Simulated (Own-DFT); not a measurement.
# A pressure from energies alone: corundum Al2O3, 78 atoms (Al32O46), with two O vacancies

All values are computed. Each geometry was run twice at fixed positions with Own-DFT, a retired in-house plane-wave program that no person has reviewed: with PBE, and with HSE06 (exact exchange share 0.25 at short range, screening 0.11 per bohr, Gygi-Baldereschi treatment of its divergence). Both used PseudoDojo norm-conserving files made for PBE, a cutoff of 48 hartree, the Gamma point alone, fixed occupations, a neutral cell and no spin. With Gamma alone and a thickness of 7.9 Å, finite-size errors remain in every number. The oxygen file's force components were 24 meV/Å off all-electron values in a glass.

Unstrained cell vectors in Å: (5.494, 0.000, 8.660); (-2.747, 4.758, 8.660); (-2.747, -4.758, 8.660), volume V0 = 679.1 Å³, from measured lattice constants. Each geometry has its own random strain of a few per cent, its own defect sites and random moves of rms u per axis. HSE06 gave the energy alone. D is its energy less that of PBE, over the lowest D shown. The PBE stress wasn't checked against mesh or cutoff.

```
run  V - V0 (Å³)   u (Å)  P with PBE (GPa)  D (eV)
  1        -20.4  0.0474             17.45   0.000
  2          6.5  0.0294              5.60   0.881
  3         27.2  0.0292             -1.52   1.717
  4         -4.1  0.0478             10.12   0.635
  5         -9.1  0.0490             12.73   0.379
  6         20.1  0.0491              1.89   1.513
  7         23.1  0.0478              0.82   1.660
  8        -17.1  0.0558             17.00   0.164
  9         12.7  0.0499              4.87   1.275
 10         -9.0  0.0285             11.05   0.295
 11          6.8  0.0517              7.67   1.028
 12          4.4  0.0489              6.68   1.046
 13         -8.8  0.0536             13.63       ?
```

## What the rows give

D = 0.59 + 0.0385 (V - V0) + 80 u² eV, with an error of 0.0009 on the volume slope, 17 on the last term and a scatter of 0.04 eV. Pressure is -dE/dV, and 1 eV/Å³ is 160.2 GPa, so HSE06 changes the pressure by -6.2 ± 0.1 GPa. With the ions held to the strained lattice, the PBE pressure falls by 252 ± 8 GPa per unit of volume strain; the shape of the strain isn't fitted, so the true error is larger, and a relaxed crystal would be softer. On that slope HSE06's volume at a given pressure is about 2.4 % smaller, or 0.8 % in lengths. At u = 0 and V0 the PBE pressure is 7.2 GPa, which puts the zero-pressure volume, against the measured cell and with the defects in, at +2.9 % for PBE and +0.4 % for HSE06, each good to a few tenths of a per cent.

## Prediction

The question: what D should run 13 give?

The fitted form gives 0.48 eV, with rows scattering by 0.04. The calculation gave 0.426 eV.
